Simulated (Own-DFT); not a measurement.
# Response to strain: wurtzite GaN, 72 atoms (Ga36N36)

All numbers below are calculated, not measured. The program, named Own-DFT, is a retired in-house plane-wave density functional code that no person has reviewed. Each row is one single-point run on a periodic cell that was not relaxed, without spin or spin-orbit coupling.

Settings of every run: PBE; PseudoDojo norm-conserving scalar-relativistic files (stringent for Ga); cutoff 96 hartree; 4 x 4 x 3 k mesh centred on Gamma; Gaussian smearing of 0.01 eV.

Known limits: forces not confirmed at this smearing and k mesh; stress not checked against mesh or cutoff.

Unstrained cell vectors in Å: (9.567, 0.000, 0.000); (-4.784, 8.285, 0.000); (0.000, 0.000, 10.370). The unstrained cell has measured lattice constants (interpolated for alloys), not those of this functional. That, the random moves and any unrelaxed bonds set the pressure at no strain. Each run strains this cell uniformly, with the atoms carried along. Every atom was also moved at random, by a Gaussian of width 0.05 Å on each axis. Strain is the symmetric tensor, in per cent. Stress is positive in tension, and the pressure is minus a third of its trace.

| run | e_xx (%) | e_yy (%) | e_zz (%) | e_yz (%) | e_xz (%) | e_xy (%) | s_xx (GPa) | s_yy (GPa) | s_zz (GPa) | s_yz (GPa) | s_xz (GPa) | s_xy (GPa) | P (GPa) | E (meV/atom) |
|---|---|---|---|---|---|---|---|---|---|---|---|---|---|---|
| 1 | -1.60 | 1.98 | 1.19 | -1.26 | -1.00 | -0.31 | -10.68 | -0.08 | -1.76 | -2.20 | -2.58 | -0.25 | 4.17 | 6.7 |
| 2 | -0.62 | 1.29 | -0.19 | -0.09 | 0.12 | 0.58 | -8.26 | -1.84 | -7.58 | -0.08 | 0.93 | 1.33 | 5.89 | 2.0 |
| 3 | 1.86 | -1.90 | -1.12 | -0.45 | 0.50 | -0.77 | -3.22 | -11.63 | -14.28 | -0.82 | 0.39 | -1.44 | 9.71 | 28.5 |
| 4 | -1.97 | -0.90 | 0.57 | 1.61 | 1.17 | 1.91 | -16.48 | -14.68 | -7.04 | 3.44 | 2.28 | 7.35 | 12.73 | 48.8 |
| 5 | -0.46 | -1.55 | -1.62 | 0.25 | -0.01 | 1.67 | -13.26 | -15.45 | -18.39 | 0.39 | 0.35 | 4.28 | 15.70 | 54.2 |
| 6 | -1.80 | 1.97 | -1.75 | -0.46 | -0.28 | -1.68 | -12.19 | -1.19 | -19.39 | 0.34 | -0.25 | -4.14 | 10.92 | 35.5 |
| 7 | -1.89 | -0.88 | 0.64 | -0.45 | -1.22 | -1.80 | -14.67 | -13.03 | -7.29 | -0.27 | -3.37 | -6.09 | 11.66 | 29.9 |
| 8 | 1.51 | 0.66 | 0.61 | 1.31 | 1.77 | -1.09 | -1.23 | -2.63 | -2.35 | 1.87 | 3.23 | -2.25 | 2.07 | 16.8 |
| 9 | -0.06 | 0.53 | 0.57 | -0.98 | -0.91 | 1.56 | -5.22 | -5.72 | -5.06 | -2.74 | -2.30 | 3.88 | 5.33 | 15.2 |
| 10 | 1.86 | 1.40 | -0.19 | 1.10 | -1.88 | 0.77 | 1.37 | -0.46 | -4.36 | 2.78 | -4.49 | 2.23 | 1.15 | 0.0 |
| 11 | -1.45 | 0.04 | 0.54 | 0.44 | -0.79 | -1.96 | -13.55 | -8.01 | -5.56 | 1.21 | -2.11 | -6.45 | 9.04 | 16.1 |
| 12 | 0.61 | -0.49 | 0.66 | 1.08 | -0.09 | 0.37 | -4.47 | -6.70 | -4.98 | 2.25 | -0.03 | 1.70 | 5.39 | 7.2 |
| 13 | -0.75 | -1.28 | 0.18 | -1.11 | -1.11 | 0.48 | -12.13 | -11.56 | -9.20 | -2.18 | -3.49 | 0.70 | 10.96 | 24.8 |
| 14 | -0.07 | -1.95 | -1.76 | 1.40 | 1.22 | -0.82 | -12.59 | -15.74 | -19.48 | 4.08 | 2.96 | -4.07 | 15.94 | 55.2 |
| 15 | -0.47 | -2.00 | 0.91 | 1.70 | 1.19 | -1.95 | ? | ? | ? | ? | ? | ? | ? | ? |

E is the free energy for each atom above the lowest run shown.

## Worked fit

Each stress component was fitted by least squares to a constant and the strains of the runs shown, as fractions, with shears doubled. Shear strains stay in the fit of a normal stress only where such slopes are resolved. The slopes, in GPa:

| stress | at no strain | per e_xx | per e_yy | per e_zz | scatter |
|---|---|---|---|---|---|
| s_xx | -7.5 | 389 ± 18 | 144 ± 18 | 74 ± 25 | 0.88 |
| s_yy | -7.0 | 125 ± 24 | 405 ± 25 | 32 ± 34 | 1.19 |
| s_zz | -7.9 | 115 ± 19 | 84 ± 19 | 567 ± 26 | 0.90 |

Each shear stress against twice its own strain: yz 115 ± 7, xz 112 ± 7, xy 152 ± 11 GPa. These are stiffnesses along x, y and z of the frame in which the cell vectors are given, which need not be the crystal's axes. The atoms are held to the strained lattice; where symmetry lets them move under strain, relaxing them would lower some slopes. The table should be nearly symmetric about its diagonal, and what it lacks of that shows the noise. A ninth of its sum, 215 ± 5 GPa, estimates the bulk modulus near the mean pressure of these runs, 8.6 GPa, so it lies above the value at zero pressure.

## Withheld run

Question: what normal stresses and pressure should run 15 give?

The fit gives s_xx = -11.5, s_yy = -15.4, s_zz = -5.0 and P = 10.6 GPa. The calculation gave -11.33, -14.25, -5.80 and P = 10.46 GPa.
